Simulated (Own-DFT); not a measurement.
# What a defect does to the pressure of its cell: 2H SiC

Everything here is calculated. The program is Own-DFT (plane waves, in-house, since retired, never reviewed by a person); positions were held fixed, and spin and spin-orbit coupling were off.

Common settings: PBE; PseudoDojo norm-conserving scalar-relativistic files; cutoff 42 hartree; 4 x 4 x 3 k mesh centred on Gamma; Fermi-Dirac smearing of 0.1 eV.

Caveats (not all hold for every row): some atoms lie very close together; not probed for a lower state with spin; forces on such cells moved up to 12 meV/angstrom on a denser k mesh; forces on such cells passed a denser k mesh, each cell not checked; stress not checked against mesh or cutoff.

All runs share one cell, with vectors in Å (9.248, 0.000, 0.000); (-4.624, 8.009, 0.000); (0.000, 0.000, 10.068) and a volume of 745.7 Å³. u is the rms random offset of the atoms per axis. The defect's site can differ from row to row.

| cell | formula | u (Å) | P (GPa) |
|---|---|---|---|
| no defect | C36Si36 | 0.0299 | 3.71 |
| no defect | C36Si36 | 0.0558 | 5.77 |
| no defect | C36Si36 | 0.0616 | 6.39 |
| two Al on a Si site each | Al2C36Si34 | 0.0302 | ? |
| two Al on a Si site each | Al2C36Si34 | 0.0305 | 5.86 |
| two Al on a Si site each | Al2C36Si34 | 0.0535 | 7.51 |
| two Al on a Si site each | Al2C36Si34 | 0.0548 | 7.51 |
| one C on a Si site and one Si on a C site | C36Si36 | 0.0282 | 7.48 |
| one C on a Si site and one Si on a C site | C36Si36 | 0.0289 | 7.14 |
| one C on a Si site and one Si on a C site | C36Si36 | 0.0521 | 9.93 |
| one Si on a C site | C35Si37 | 0.0299 | 10.30 |
| one Si on a C site | C35Si37 | 0.0472 | 12.30 |
| one Si on a C site | C35Si37 | 0.0507 | 12.62 |
| one C vacancy | C35Si36 | 0.0292 | 3.62 |
| one C vacancy | C35Si36 | 0.0303 | 3.77 |
| one C vacancy | C35Si36 | 0.0316 | 3.80 |

## Fit

P = P0 + c u² + a shift for each defect gives P0 = 2.52 GPa, c = 1064 ± 88 GPa/Å² and a scatter of 0.30 GPa. The shifts, and each times the cell's volume:

- one Si on a C site: 7.20 ± 0.25 GPa, 33.5 eV
- one C on a Si site and one Si on a C site: 4.12 ± 0.26 GPa, 19.2 eV
- two Al on a Si site each: 2.03 ± 0.24 GPa, 9.4 eV (4.7 eV for each of its 2 sites)
- one C vacancy: 0.23 ± 0.28 GPa, 1.1 eV (not resolved)

A positive shift means that the defect pushes the cell outwards. Shift times volume (160.2 GPa Å³ is 1 eV) depends little on the cell's size, so, taken for each site, it can be compared between cells at like pressure. The atoms around the defects weren't relaxed, which would change these numbers.

## Prediction

Question: what pressure belongs in the blank (two Al on a Si site each, u = 0.0302 Å)?

From the fit: 5.52 ± 0.36 GPa. The calculation gave 5.87 GPa.
